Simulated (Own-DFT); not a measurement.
# Point defects and the pressure they add: zincblende GaAs

Everything here is calculated. The program is Own-DFT (plane waves, in-house, since retired, never reviewed by a person); positions were held fixed, and spin and spin-orbit coupling were off.

Settings: PBE; PseudoDojo norm-conserving scalar-relativistic files; cutoff 42 hartree; 3 x 3 x 3 k mesh centred on Gamma; Fermi-Dirac smearing of 0.1 eV.

Caveats (not all hold for every row): not probed for a lower state with spin; forces on such cells failed a check on a denser k mesh; forces not confirmed at this smearing and k mesh; stress not checked against mesh or cutoff.

All runs share one cell, with vectors in Å (11.307, 0.000, 0.000); (0.000, 11.307, 0.000); (0.000, 0.000, 11.307) and a volume of 1445.4 Å³. Atoms were moved at random from their sites; u is the rms move along one axis. The defect's site can differ from row to row.

| cell | formula | u (Å) | P (GPa) |
|---|---|---|---|
| no defect | As32Ga32 | 0.0198 | 3.51 |
| no defect | As32Ga32 | 0.0221 | 3.53 |
| no defect | As32Ga32 | 0.0509 | 3.93 |
| one P on an As site | As31Ga32P | 0.0297 | 3.37 |
| one P on an As site | As31Ga32P | 0.0300 | 3.34 |
| one P on an As site | As31Ga32P | 0.0330 | 3.39 |
| one As on a Ga site and one Ga on an As site | As32Ga32 | 0.0303 | 3.94 |
| one As on a Ga site and one Ga on an As site | As32Ga32 | 0.0470 | 4.28 |
| one As on a Ga site and one Ga on an As site | As32Ga32 | 0.0477 | 4.19 |
| one As on a Ga site | As33Ga31 | 0.0268 | 4.23 |
| one As on a Ga site | As33Ga31 | 0.0505 | 4.60 |
| one As on a Ga site | As33Ga31 | 0.0506 | 4.60 |
| two As on a Ga site each | As34Ga30 | 0.0294 | ? |
| two As on a Ga site each | As34Ga30 | 0.0303 | 4.77 |
| two As on a Ga site each | As34Ga30 | 0.0308 | 4.83 |
| two As on a Ga site each | As34Ga30 | 0.0320 | 4.76 |

## Fit

P = P0 + c u² + a shift for each defect gives P0 = 3.43 GPa, c = 197 ± 14 GPa/Å² and a scatter of 0.03 GPa. The shifts, and each times the cell's volume:

- two As on a Ga site each: 1.17 ± 0.03 GPa, 10.6 eV (5.3 eV for each of its 2 sites)
- one As on a Ga site: 0.67 ± 0.03 GPa, 6.0 eV
- one As on a Ga site and one Ga on an As site: 0.35 ± 0.03 GPa, 3.2 eV
- one P on an As site: -0.25 ± 0.03 GPa, -2.3 eV

A positive shift means that the defect pushes the cell outwards. Shift times volume (160.2 GPa Å³ is 1 eV) depends little on the cell's size, so, taken for each site, it can be compared between cells at like pressure. The atoms around the defects weren't relaxed, which would change these numbers.

## Check

Question: what pressure belongs in the blank (two As on a Ga site each, u = 0.0294 Å)?

The fit gives 4.77 ± 0.04 GPa. The hidden result is 4.81 GPa.
